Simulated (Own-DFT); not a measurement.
Simulation results for AlGa$_{3}$N$_{4}$ (wurtzite random alloy, strained, atoms displaced), Al$_{3}$GaN$_{4}$ (wurtzite random alloy, strained, atoms displaced)

A calculation, not a measurement: plane-wave PBE density functional theory by an unreviewed code, no spin, of a simulated periodic cell, stress positive in tension, free energy of the whole cell less one offset for each atom, forces on such cells passed a denser k mesh, this cell's mesh not checked; offsets are fitted by least squares, one for each functional and potential file, so energies compare only between cells with the same atoms and settings and are not formation energies; the far tail of each file's local potential was reset to the Coulomb form; each entry is a single point on an unrelaxed cell, so the pressure reflects the starting lattice, mostly measured values, from which strain is counted, and rises with the displacements; printed positions are rounded, which can move forces by about a meV/angstrom; the program is a retired in-house code; no spin-orbit coupling. Program: Own-DFT development build.

Common to all runs: functional PBE; potential files PseudoDojo norm-conserving, scalar-relativistic, standard set with the stringent files for Ga; wave cutoff 96 hartree; occupations Gaussian; smearing width 0.01 eV; k mesh 4 x 4 x 3 centred on Gamma.

```yaml
- entry: 1
  formula: AlGa3N4
  kind: "wurtzite random alloy, strained, atoms displaced"
  structure:
    cell_angstrom: [[9.224, 0.0, 0.0], [-4.612, 7.9882, 0.0], [0.0, 0.0, 10.2685]]
    atoms_fractional:
      - [Ga, 0.1047, 0.2177, 0.99428]
      - [Ga, 0.22092, 0.11437, 0.2438]
      - ["N", 0.09706, 0.21393, 0.18965]
      - ["N", 0.21942, 0.11248, 0.43797]
      - [Ga, 0.1144, 0.21591, 0.49661]
      - [Al, 0.22219, 0.11565, 0.74427]
      - ["N", 0.10925, 0.22138, 0.69257]
      - ["N", 0.2313, 0.11371, 0.94926]
      - [Ga, 0.10618, 0.55441, 0.9942]
      - [Ga, 0.20565, 0.4412, 0.24105]
      - ["N", 0.09888, 0.55397, 0.18759]
      - ["N", 0.21743, 0.4352, 0.44032]
      - [Ga, 0.10326, 0.55233, 0.4941]
      - [Ga, 0.21835, 0.44652, 0.74908]
      - ["N", 0.11612, 0.56045, 0.68289]
      - ["N", 0.21944, 0.43957, 0.94403]
      - [Ga, 0.09638, 0.87361, 0.99924]
      - [Ga, 0.21595, 0.78055, 0.23906]
      - ["N", 0.11574, 0.89498, 0.19593]
      - ["N", 0.2254, 0.77651, 0.43493]
      - [Ga, 0.10308, 0.88588, 0.50068]
      - [Al, 0.21435, 0.78204, 0.75685]
      - ["N", 0.11105, 0.88086, 0.69491]
      - ["N", 0.22317, 0.78392, 0.93373]
      - [Ga, 0.43895, 0.22994, 0.99299]
      - [Al, 0.55932, 0.10523, 0.24928]
      - ["N", 0.4478, 0.22702, 0.1883]
      - ["N", 0.55098, 0.11859, 0.44109]
      - [Al, 0.44472, 0.21632, 0.50141]
      - [Ga, 0.55812, 0.1101, 0.75561]
      - ["N", 0.44212, 0.23189, 0.68524]
      - ["N", 0.55643, 0.10817, 0.93234]
      - [Ga, 0.45177, 0.56373, 0.00274]
      - [Ga, 0.55824, 0.44019, 0.24945]
      - ["N", 0.43959, 0.55681, 0.19588]
      - ["N", 0.55283, 0.44451, 0.43002]
      - [Ga, 0.43756, 0.55814, 0.4945]
      - [Ga, 0.55231, 0.43994, 0.75985]
      - ["N", 0.44321, 0.54489, 0.68433]
      - ["N", 0.55403, 0.45162, 0.93715]
      - [Ga, 0.43672, 0.88478, 0.0041]
      - [Ga, 0.56852, 0.79048, 0.25294]
      - ["N", 0.44795, 0.8929, 0.1949]
      - ["N", 0.55371, 0.78093, 0.44708]
      - [Al, 0.43265, 0.88895, 0.49231]
      - [Ga, 0.5487, 0.77046, 0.74842]
      - ["N", 0.44231, 0.88875, 0.69442]
      - ["N", 0.56146, 0.78466, 0.94347]
      - [Ga, 0.78405, 0.22353, 0.99721]
      - [Al, 0.88747, 0.10961, 0.23819]
      - ["N", 0.78547, 0.22686, 0.19944]
      - ["N", 0.89249, 0.12039, 0.44476]
      - [Ga, 0.78183, 0.22857, 0.50287]
      - [Ga, 0.89045, 0.11536, 0.74589]
      - ["N", 0.77583, 0.22184, 0.68236]
      - ["N", 0.89264, 0.12011, 0.93972]
      - [Ga, 0.76874, 0.53291, 0.00048]
      - [Al, 0.88959, 0.43835, 0.23987]
      - ["N", 0.78567, 0.57004, 0.19439]
      - ["N", 0.89301, 0.44224, 0.43105]
      - [Ga, 0.78076, 0.55526, 0.50701]
      - [Al, 0.8833, 0.43522, 0.7511]
      - ["N", 0.7767, 0.55824, 0.68848]
      - ["N", 0.88977, 0.4467, 0.93718]
      - [Ga, 0.78266, 0.89729, 0.00242]
      - [Al, 0.88704, 0.76641, 0.25556]
      - ["N", 0.77729, 0.89979, 0.19769]
      - ["N", 0.88083, 0.77087, 0.43581]
      - [Ga, 0.7788, 0.89542, 0.49965]
      - [Ga, 0.89088, 0.79309, 0.74604]
      - ["N", 0.77818, 0.88483, 0.69605]
      - ["N", 0.89036, 0.7741, 0.93993]
  results:
    "free_energy_of_cell_above_offsets [eV]": "-3.435"
    "pressure [GPa]": 22.1
    "stress_xx [GPa]": -28.68
    "stress_yy [GPa]": -26.93
    "stress_zz [GPa]": -10.69
    "stress_yz [GPa]": -1.33
    "stress_xz [GPa]": -0.67
    "stress_xy [GPa]": -0.76
    force_element: [Ga, Ga, "N", "N", Ga, Al, "N", "N", Ga, Ga, "N", "N", Ga, Ga, "N", "N", Ga, Ga, "N", "N", Ga, Al, "N", "N", Ga, Al, "N", "N", Al, Ga, "N", "N", Ga, Ga, "N", "N", Ga, Ga, "N", "N", Ga, Ga, "N", "N", Al, Ga, "N", "N", Ga, Al, "N", "N", Ga, Ga, "N", "N", Ga, Al, "N", "N", Ga, Al, "N", "N", Ga, Al, "N", "N", Ga, Ga, "N", "N"]
    "force_x [eV/angstrom]": [2.27, 0.479, 1.024, 2.759, -1.707, 0.753, 0.953, -3.591, 1.498, 2.17, 0.476, -1.04, 1.987, 0.988, -2.149, 0.166, 1.617, 2.037, -2.807, -1.688, 1.15, 3.051, -1.16, 0.034, 3.377, -1.457, 1.378, 1.795, -2.204, -1.139, 0.552, -0.226, -1.441, -0.981, 0.295, 0.534, 1.428, 0.312, -0.903, 0.722, 1.035, -2.051, -0.597, -0.915, 2.087, 0.008, -1.327, -0.55, -2.146, -0.373, -1.347, 0.058, -0.833, -0.527, -0.015, -0.197, -1.452, -2.249, 1.103, -1.988, -1.04, 0.029, 1.274, 0.422, 0.555, -0.549, 3.444, 0.16, -0.034, 2.589, -3.184, -2.698]
    "force_y [eV/angstrom]": [0.467, 0.974, 0.956, -1.246, 1.288, -0.778, -0.327, -2.596, 0.832, -0.007, 0.976, 1.057, 0.492, 0.15, 0.062, 1.469, 2.855, -0.8, -1.256, -0.033, -0.026, -1.367, 3.019, -1.41, -0.089, 2.278, -1.905, -2.091, 2.424, -0.105, -2.49, 1.122, -0.155, 1.444, 0.332, -0.84, -1.075, 1.419, 1.002, -0.487, 0.987, -2.935, -0.277, 1.337, 0.962, -0.02, -0.572, -0.168, -0.295, 1.108, -1.749, -1.409, -0.62, -0.904, 0.843, -1.795, 3.499, 1.807, -4.156, 0.289, -1.352, 2.123, -0.675, -1.495, -1.13, 4.352, -1.556, 0.999, -0.31, -3.419, 2.155, -1.161]
    "force_z [eV/angstrom]": [1.637, 1.232, -1.388, -0.401, 1.367, 1.212, -0.544, -3.199, 0.907, 1.843, -1.735, -1.469, 0.815, 0.27, 1.557, -1.012, 1.66, 2.37, -1.778, -0.706, -0.134, -1.396, -1.383, 0.594, 2.303, 1.065, -1.108, -1.511, -0.125, -2.058, -0.182, 2.462, 1.488, 0.633, -1.079, 2.235, 0.422, -2.338, 0.51, 0.821, 0.106, 1.493, -1.254, -1.001, 1.97, 0.314, -1.618, -0.864, 1.512, 3.521, -2.178, -2.137, -1.246, 0.502, 1.879, -1.637, 1.398, 2.769, -2.426, -1.259, -1.268, -1.133, 1.512, -1.925, 0.476, 0.453, -1.82, -0.011, 0.568, 2.087, -1.935, -0.707]
- entry: 2
  formula: AlGa3N4
  kind: "wurtzite random alloy, strained, atoms displaced"
  structure:
    cell_angstrom: [[9.224, 0.0, 0.0], [-4.612, 7.9882, 0.0], [0.0, 0.0, 10.2685]]
    atoms_fractional:
      - [Ga, 0.10639, 0.22378, 0.0125]
      - [Ga, 0.22134, 0.11696, 0.2468]
      - ["N", 0.11888, 0.22857, 0.17903]
      - ["N", 0.22419, 0.10915, 0.43849]
      - [Ga, 0.105, 0.21791, 0.4978]
      - [Ga, 0.22095, 0.11029, 0.75299]
      - ["N", 0.10209, 0.21485, 0.68664]
      - ["N", 0.21294, 0.09958, 0.94431]
      - [Al, 0.11474, 0.56364, 0.99825]
      - [Ga, 0.21912, 0.44109, 0.24884]
      - ["N", 0.10897, 0.5561, 0.18392]
      - ["N", 0.2285, 0.4396, 0.44144]
      - [Ga, 0.11534, 0.55805, 0.50051]
      - [Ga, 0.22708, 0.44743, 0.74018]
      - ["N", 0.1135, 0.55837, 0.69069]
      - ["N", 0.21418, 0.43124, 0.94545]
      - [Al, 0.09664, 0.8789, 0.00874]
      - [Ga, 0.23099, 0.78133, 0.25065]
      - ["N", 0.11377, 0.88951, 0.18733]
      - ["N", 0.22971, 0.77895, 0.43623]
      - [Ga, 0.1049, 0.88837, 0.50173]
      - [Ga, 0.22743, 0.78258, 0.75931]
      - ["N", 0.11118, 0.88521, 0.69168]
      - ["N", 0.22537, 0.7725, 0.94081]
      - [Ga, 0.451, 0.22636, 0.00734]
      - [Ga, 0.55295, 0.1129, 0.2472]
      - ["N", 0.43721, 0.21345, 0.18717]
      - ["N", 0.56435, 0.11794, 0.4355]
      - [Ga, 0.45131, 0.22487, 0.50617]
      - [Ga, 0.54852, 0.11307, 0.74874]
      - ["N", 0.44653, 0.22191, 0.67935]
      - ["N", 0.56291, 0.11517, 0.94293]
      - [Al, 0.4596, 0.56954, 0.00105]
      - [Ga, 0.558, 0.44186, 0.25178]
      - ["N", 0.45067, 0.56109, 0.18611]
      - ["N", 0.55419, 0.44754, 0.43551]
      - [Ga, 0.44451, 0.55985, 0.49509]
      - [Ga, 0.55512, 0.44039, 0.74755]
      - ["N", 0.43719, 0.5518, 0.69044]
      - ["N", 0.55996, 0.44233, 0.93956]
      - [Al, 0.44357, 0.88875, 0.99895]
      - [Ga, 0.55579, 0.76473, 0.25759]
      - ["N", 0.44328, 0.89621, 0.18808]
      - ["N", 0.55254, 0.76948, 0.43983]
      - [Ga, 0.44322, 0.89185, 0.50408]
      - [Al, 0.55347, 0.77701, 0.75373]
      - ["N", 0.45088, 0.88723, 0.68527]
      - ["N", 0.56092, 0.77904, 0.9371]
      - [Ga, 0.78381, 0.2259, 0.99732]
      - [Al, 0.88533, 0.11776, 0.25587]
      - ["N", 0.78339, 0.2284, 0.19028]
      - ["N", 0.88796, 0.11292, 0.43448]
      - [Ga, 0.77339, 0.21972, 0.49441]
      - [Ga, 0.87222, 0.1, 0.74681]
      - ["N", 0.77746, 0.22063, 0.68657]
      - ["N", 0.8926, 0.11001, 0.93815]
      - [Ga, 0.78126, 0.56511, 0.99352]
      - [Ga, 0.89449, 0.44611, 0.2462]
      - ["N", 0.77113, 0.54563, 0.19417]
      - ["N", 0.88801, 0.44636, 0.43488]
      - [Al, 0.77222, 0.55253, 0.4979]
      - [Al, 0.88543, 0.43966, 0.75172]
      - ["N", 0.77193, 0.55335, 0.68705]
      - ["N", 0.89021, 0.4391, 0.94616]
      - [Ga, 0.78669, 0.88876, 0.00336]
      - [Al, 0.8898, 0.77517, 0.2481]
      - ["N", 0.77734, 0.89951, 0.18992]
      - ["N", 0.89109, 0.7814, 0.443]
      - [Ga, 0.78173, 0.88322, 0.49678]
      - [Ga, 0.88416, 0.77583, 0.75207]
      - ["N", 0.78449, 0.89565, 0.68604]
      - ["N", 0.89292, 0.77788, 0.94581]
  results:
    "free_energy_of_cell_above_offsets [eV]": "-4.856"
    "pressure [GPa]": 21.39
    "stress_xx [GPa]": -23.65
    "stress_yy [GPa]": -26.71
    "stress_zz [GPa]": -13.8
    "stress_yz [GPa]": 0.37
    "stress_xz [GPa]": -0.86
    "stress_xy [GPa]": -1.28
    force_element: [Ga, Ga, "N", "N", Ga, Ga, "N", "N", Al, Ga, "N", "N", Ga, Ga, "N", "N", Al, Ga, "N", "N", Ga, Ga, "N", "N", Ga, Ga, "N", "N", Ga, Ga, "N", "N", Al, Ga, "N", "N", Ga, Ga, "N", "N", Al, Ga, "N", "N", Ga, Al, "N", "N", Ga, Al, "N", "N", Ga, Ga, "N", "N", Ga, Ga, "N", "N", Al, Al, "N", "N", Ga, Al, "N", "N", Ga, Ga, "N", "N"]
    "force_x [eV/angstrom]": [0.966, 0.111, -1.989, -0.005, 1.115, -0.766, 0.307, 0.884, 1.143, 0.318, 1.22, -2.016, -0.402, -2.16, -1.584, 0.775, 3.307, -1.133, -1.504, -1.371, 2.254, 0.009, -0.231, -1.055, -1.227, 1.337, 0.174, -1.978, -0.988, 1.86, -1.209, -1.035, -1.446, -1.381, -0.172, 1.128, 0.73, -1.234, 2.866, -1.547, 0.752, -1.1, 2.201, -0.103, 1.029, 0.994, -0.341, -0.855, 0.539, 1.012, -0.026, -0.046, 1.55, 1.711, -1.362, -0.756, 0.892, -0.615, 0.657, -0.209, 0.794, 0.628, 1.79, -0.119, -1.925, -0.399, 1.849, 0.564, -2.272, 0.738, -1.391, -0.248]
    "force_y [eV/angstrom]": [-1.199, -1.328, -1.306, 0.436, -0.099, 0.169, 0.486, 0.129, -2.843, 1.349, 0.904, 0.16, -0.54, -2.602, -0.282, 4.371, 2.08, -0.721, -0.964, 0.023, 0.253, -0.649, 0.046, 1.668, -1.308, 0.278, 1.88, -1.662, -0.186, -0.48, -0.102, -1.675, -3.0, -0.925, -1.988, -0.157, -1.756, 0.246, 2.417, 1.139, 0.659, 3.095, -1.303, 2.939, 0.312, -0.277, 0.097, 0.593, -1.679, -0.344, -1.428, -0.918, 1.495, 2.947, 1.261, -0.659, -3.336, 0.196, 3.009, 0.685, 0.396, 0.49, -0.125, 3.167, 1.308, 0.346, -0.823, -2.869, 1.466, 0.368, -3.931, 0.598]
    "force_z [eV/angstrom]": [-4.684, 1.302, 5.333, -0.545, 1.171, 0.762, -0.228, -0.238, 0.448, 0.275, -0.591, -1.428, 0.288, 2.822, -0.146, -1.274, -0.53, 0.22, 0.239, 0.179, 0.559, -1.194, -0.373, 0.831, -1.175, 0.707, 0.533, -0.436, -3.008, 1.191, 2.52, -1.132, -0.146, -0.085, -1.193, 0.783, 2.194, 1.048, -0.923, -0.616, 0.922, -0.659, -1.605, -0.103, -0.909, -0.662, 1.38, -0.523, 1.496, -1.311, -0.566, -0.521, 1.48, 1.918, -0.232, -0.602, 2.086, 1.013, -1.517, 0.726, 0.123, 0.097, -0.732, -2.534, 0.53, 0.537, 0.827, -2.475, 0.904, 0.011, -0.444, -2.116]
- entry: 3
  formula: Al3GaN4
  kind: "wurtzite random alloy, strained, atoms displaced"
  structure:
    cell_angstrom:
      - [9.3938, 0.0, 0.0939]
      - [-4.6969, 8.1352, -0.047]
      - [0.1007, 0.0, 10.0655]
    atoms_fractional:
      - [Al, 0.12239, 0.23953, 0.99825]
      - [Al, 0.21853, 0.10532, 0.25051]
      - ["N", 0.11317, 0.21781, 0.19024]
      - ["N", 0.21667, 0.10627, 0.43352]
      - [Al, 0.10622, 0.22055, 0.50424]
      - [Al, 0.21991, 0.1019, 0.74779]
      - ["N", 0.10822, 0.21794, 0.69461]
      - ["N", 0.22313, 0.11077, 0.93235]
      - [Ga, 0.10962, 0.54719, 0.00516]
      - [Al, 0.2144, 0.44191, 0.24931]
      - ["N", 0.11687, 0.56565, 0.19188]
      - ["N", 0.2318, 0.44954, 0.43954]
      - [Ga, 0.10321, 0.56029, 0.50427]
      - [Al, 0.2221, 0.43891, 0.74948]
      - ["N", 0.10704, 0.55271, 0.68349]
      - ["N", 0.21351, 0.44079, 0.94349]
      - [Al, 0.12185, 0.89397, 0.98776]
      - [Al, 0.22018, 0.77203, 0.25613]
      - ["N", 0.11142, 0.88167, 0.19289]
      - ["N", 0.22375, 0.77621, 0.4405]
      - [Ga, 0.11813, 0.89194, 0.50408]
      - [Al, 0.22787, 0.79181, 0.75166]
      - ["N", 0.11732, 0.8992, 0.69421]
      - ["N", 0.22965, 0.77363, 0.93868]
      - [Al, 0.44761, 0.22227, 0.99048]
      - [Al, 0.56148, 0.11332, 0.25016]
      - ["N", 0.44535, 0.22027, 0.20231]
      - ["N", 0.56546, 0.11579, 0.44496]
      - [Al, 0.44933, 0.22143, 0.49252]
      - [Ga, 0.56321, 0.11781, 0.74647]
      - ["N", 0.44208, 0.23092, 0.69959]
      - ["N", 0.56479, 0.11404, 0.93991]
      - [Al, 0.44039, 0.552, 0.00874]
      - [Ga, 0.55774, 0.44419, 0.2502]
      - ["N", 0.4456, 0.55774, 0.18899]
      - ["N", 0.55476, 0.43985, 0.43452]
      - [Al, 0.44336, 0.55121, 0.49698]
      - [Ga, 0.55514, 0.44215, 0.75322]
      - ["N", 0.44174, 0.55688, 0.68801]
      - ["N", 0.56039, 0.45063, 0.94414]
      - [Ga, 0.45452, 0.8919, 0.99304]
      - [Al, 0.56449, 0.783, 0.25399]
      - ["N", 0.45067, 0.8815, 0.18629]
      - ["N", 0.56018, 0.77887, 0.45185]
      - [Ga, 0.44826, 0.89119, 0.50183]
      - [Al, 0.54515, 0.76653, 0.75172]
      - ["N", 0.43462, 0.87799, 0.69243]
      - ["N", 0.57062, 0.78607, 0.93207]
      - [Al, 0.78393, 0.21872, 0.00025]
      - [Al, 0.89364, 0.11861, 0.24631]
      - ["N", 0.76836, 0.20958, 0.18928]
      - ["N", 0.8917, 0.11555, 0.4322]
      - [Al, 0.78372, 0.22167, 0.49508]
      - [Al, 0.89095, 0.10557, 0.74997]
      - ["N", 0.7866, 0.22454, 0.68372]
      - ["N", 0.88375, 0.10216, 0.94147]
      - [Al, 0.77553, 0.55079, 0.99711]
      - [Ga, 0.88754, 0.44096, 0.25566]
      - ["N", 0.78778, 0.56036, 0.1989]
      - ["N", 0.88405, 0.44489, 0.45021]
      - [Al, 0.7758, 0.55801, 0.50355]
      - [Al, 0.89285, 0.45078, 0.7429]
      - ["N", 0.78082, 0.5634, 0.69652]
      - ["N", 0.88572, 0.45027, 0.9398]
      - [Al, 0.78435, 0.89472, 0.99534]
      - [Al, 0.88842, 0.78602, 0.25032]
      - ["N", 0.77561, 0.89051, 0.18392]
      - ["N", 0.88727, 0.77171, 0.4427]
      - [Al, 0.77099, 0.87967, 0.49671]
      - [Al, 0.89365, 0.78761, 0.74715]
      - ["N", 0.77966, 0.88551, 0.69623]
      - ["N", 0.88905, 0.78418, 0.94366]
  results:
    "free_energy_of_cell_above_offsets [eV]": "-23.169"
    "pressure [GPa]": 6.09
    "stress_xx [GPa]": -6.17
    "stress_yy [GPa]": -6.62
    "stress_zz [GPa]": -5.49
    "stress_yz [GPa]": -0.01
    "stress_xz [GPa]": 2.53
    "stress_xy [GPa]": -0.02
    force_element: [Al, Al, "N", "N", Al, Al, "N", "N", Ga, Al, "N", "N", Ga, Al, "N", "N", Al, Al, "N", "N", Ga, Al, "N", "N", Al, Al, "N", "N", Al, Ga, "N", "N", Al, Ga, "N", "N", Al, Ga, "N", "N", Ga, Al, "N", "N", Ga, Al, "N", "N", Al, Al, "N", "N", Al, Al, "N", "N", Al, Ga, "N", "N", Al, Al, "N", "N", Al, Al, "N", "N", Al, Al, "N", "N"]
    "force_x [eV/angstrom]": [-0.048, 0.601, -0.491, 0.431, 0.713, -0.583, 0.726, 0.211, -2.273, 1.363, 0.546, -1.292, 1.837, -0.937, 0.991, 2.717, -1.005, 0.38, -0.141, 0.173, -0.965, -0.267, 0.154, -1.328, -0.025, -1.535, -0.007, -0.54, -1.185, -0.029, 0.543, -0.586, 0.571, 0.023, -0.813, 0.042, 0.289, -0.455, -0.131, -0.968, -0.102, -0.789, -1.163, -0.074, -0.357, 0.884, 1.279, -0.499, -1.011, 0.092, 1.648, 0.483, -0.264, -1.197, 0.398, 1.015, -0.12, -0.163, -1.012, -0.389, -0.364, -0.345, 0.766, 1.329, -0.244, 1.027, 0.869, -0.633, 1.586, 0.014, -1.254, 1.885]
    "force_y [eV/angstrom]": [-4.854, -0.281, 1.167, 1.545, 0.502, 3.456, 0.103, 1.052, 1.972, 0.492, -2.373, -1.372, -0.737, 0.775, 0.971, 1.396, -1.419, 2.055, 0.958, 0.737, -0.434, -2.68, -2.483, 0.659, -0.044, -1.784, -1.153, 0.001, 0.095, -0.668, -2.628, 1.196, 1.489, 0.462, 0.148, 0.718, 0.276, 2.2, -1.039, -1.088, -0.625, -0.751, 0.876, -1.243, -0.258, 1.495, 1.465, -2.162, 0.757, -1.544, 1.715, -0.934, 0.296, 0.106, 0.14, 3.042, 2.226, 0.281, 0.348, -0.711, -0.6, -0.745, -0.008, -1.88, -1.521, -0.743, 0.519, 0.861, 1.745, -1.182, 0.478, -0.829]
    "force_z [eV/angstrom]": [0.712, -0.735, -0.814, 1.661, -0.848, 0.558, -0.592, 1.103, -0.483, 0.741, 0.828, -0.314, -1.273, -0.462, 3.275, -1.751, 2.162, -1.148, -0.803, -0.376, -0.963, 0.289, -0.125, -0.694, 1.355, 0.213, -2.134, -0.96, 0.668, 0.022, -2.537, 0.052, -1.56, -0.975, 0.976, 2.714, 0.498, 0.157, -0.081, 0.754, 0.994, -0.344, 1.748, -2.164, 0.176, -0.534, 0.07, 0.915, -0.405, -0.259, -0.46, 0.816, 0.936, 0.357, 0.43, -0.595, 1.398, -0.182, -1.809, -0.791, 0.036, 1.006, -1.165, -0.68, 0.802, -0.438, 1.176, -0.297, 1.386, 1.474, -1.743, -0.964]
```
